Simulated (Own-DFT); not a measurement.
# Response to strain: wurtzite GaN, 72 atoms (Ga36N36)

These are calculations, not measurements. They come from Own-DFT, an in-house plane-wave density functional program, since retired, whose code no person has reviewed. Each row is one single-point run on a periodic cell that was not relaxed, without spin or spin-orbit coupling.

Settings of every run: PBE; PseudoDojo norm-conserving scalar-relativistic files (stringent for Ga); cutoff 96 hartree; 4 x 4 x 3 k mesh centred on Gamma; Gaussian smearing of 0.01 eV.

Known limits: forces not confirmed at this smearing and k mesh; stress not checked against mesh or cutoff.

Unstrained cell vectors in Å: (9.567, 0.000, 0.000); (-4.783, 8.285, 0.000); (0.000, 0.000, 10.370). The unstrained cell has measured lattice constants (interpolated for alloys), not those of this functional. That, the random moves and any unrelaxed bonds set the pressure at no strain. Each run strains this cell uniformly, with the atoms carried along. Every atom was also moved at random, by a Gaussian of width 0.05 Å on each axis. Strain is the symmetric tensor, in per cent. Stress is positive in tension, and the pressure is minus a third of its trace.

| run | e_xx (%) | e_yy (%) | e_zz (%) | e_yz (%) | e_xz (%) | e_xy (%) | s_xx (GPa) | s_yy (GPa) | s_zz (GPa) | s_yz (GPa) | s_xz (GPa) | s_xy (GPa) | P (GPa) | E (meV/atom) |
|---|---|---|---|---|---|---|---|---|---|---|---|---|---|---|
| 1 | 1.51 | -1.43 | 1.26 | 1.43 | 1.99 | 0.73 | -1.37 | -9.24 | -3.97 | 3.06 | 4.04 | 1.40 | 4.86 | 25.0 |
| 2 | 0.57 | -1.19 | -1.37 | 0.61 | 0.22 | 1.44 | -7.85 | -11.47 | -15.43 | 1.68 | 1.08 | 5.29 | 11.58 | 38.0 |
| 3 | 1.21 | 1.61 | 1.15 | -0.03 | -0.99 | -0.65 | 0.41 | 1.70 | -1.38 | -0.23 | -2.05 | -0.96 | -0.24 | 4.2 |
| 4 | -0.66 | -1.43 | -1.41 | -1.75 | 0.61 | 0.72 | -13.67 | -14.05 | -16.01 | -2.95 | 1.04 | 2.47 | 14.58 | 42.7 |
| 5 | 1.55 | 0.11 | 1.76 | 1.14 | 0.12 | -1.57 | -0.02 | -2.47 | 0.99 | 2.31 | -0.07 | -4.20 | 0.50 | 2.0 |
| 6 | 1.60 | 1.32 | -1.53 | -0.18 | 0.26 | 0.35 | -0.04 | -1.78 | -12.85 | -0.52 | 0.32 | 0.40 | 4.89 | 22.3 |
| 7 | -0.81 | 0.10 | 1.02 | 0.54 | -0.36 | -0.82 | -9.50 | -7.32 | -3.18 | -0.12 | -0.78 | -2.55 | 6.67 | 15.7 |
| 8 | 0.37 | 0.58 | -1.46 | -1.68 | -2.00 | 1.23 | -5.75 | -6.29 | -12.61 | -3.57 | -3.18 | 4.97 | 8.21 | 31.3 |
| 9 | -1.54 | 1.87 | -1.04 | -0.13 | -1.61 | 1.73 | -13.62 | -1.26 | -12.77 | 0.23 | -3.09 | 6.70 | 9.22 | 33.5 |
| 10 | -0.14 | 0.91 | -1.70 | -1.08 | -0.32 | 0.27 | -6.73 | -4.30 | -14.88 | -2.02 | -0.63 | 1.33 | 8.64 | 6.9 |
| 11 | -1.69 | -0.34 | -0.04 | -1.75 | -0.31 | -1.71 | -14.61 | -10.81 | -10.41 | -4.72 | -1.09 | -4.59 | 11.94 | 49.1 |
| 12 | 1.42 | 1.88 | 0.85 | -0.86 | -0.25 | -0.63 | 0.90 | 2.49 | -1.73 | -1.85 | -0.74 | -1.44 | -0.55 | 0.0 |
| 13 | -1.97 | 1.54 | 0.86 | -0.42 | 1.60 | 1.94 | -13.31 | -1.65 | -5.13 | -0.89 | 3.38 | 6.48 | 6.70 | 29.5 |
| 14 | -1.15 | 0.07 | 1.57 | -1.23 | -0.53 | 0.97 | -12.53 | -7.29 | -0.44 | -2.42 | -0.78 | 3.38 | 6.75 | 23.0 |
| 15 | 1.42 | -0.73 | 1.90 | -0.38 | -1.04 | -0.98 | ? | ? | ? | ? | ? | ? | ? | ? |

E is the free energy for each atom above the lowest run shown.

## Worked fit

Each stress component was fitted by least squares to a constant and the strains of the runs shown, as fractions, with shears doubled. Shear strains stay in the fit of a normal stress only where such slopes are resolved. The slopes, in GPa:

```
stress  at no strain  per e_xx  per e_yy  per e_zz  scatter
  s_xx          -7.5  432 ± 18  119 ± 19   58 ± 17     0.83
  s_yy          -6.8  112 ± 16  389 ± 18   81 ± 16     0.75
  s_zz          -8.2   63 ± 19   88 ± 21  445 ± 19     0.89
```

Each shear stress against twice its own strain: yz 99 ± 8, xz 90 ± 4, xy 158 ± 8 GPa. These are stiffnesses along x, y and z of the frame in which the cell vectors are given, which need not be the crystal's axes. The atoms are held to the strained lattice; where symmetry lets them move under strain, relaxing them would lower some slopes. The table should be nearly symmetric about its diagonal, and what it lacks of that shows the noise. A ninth of its sum, 199 ± 4 GPa, estimates the bulk modulus near the mean pressure of these runs, 6.7 GPa, so it lies above the value at zero pressure.

## Withheld run

Question: what normal stresses and pressure should run 15 give?

The fit gives s_xx = -1.2, s_yy = -6.6, s_zz = 0.5 and P = 2.4 GPa. The calculation gave -0.21, -8.58, 1.10 and P = 2.56 GPa.
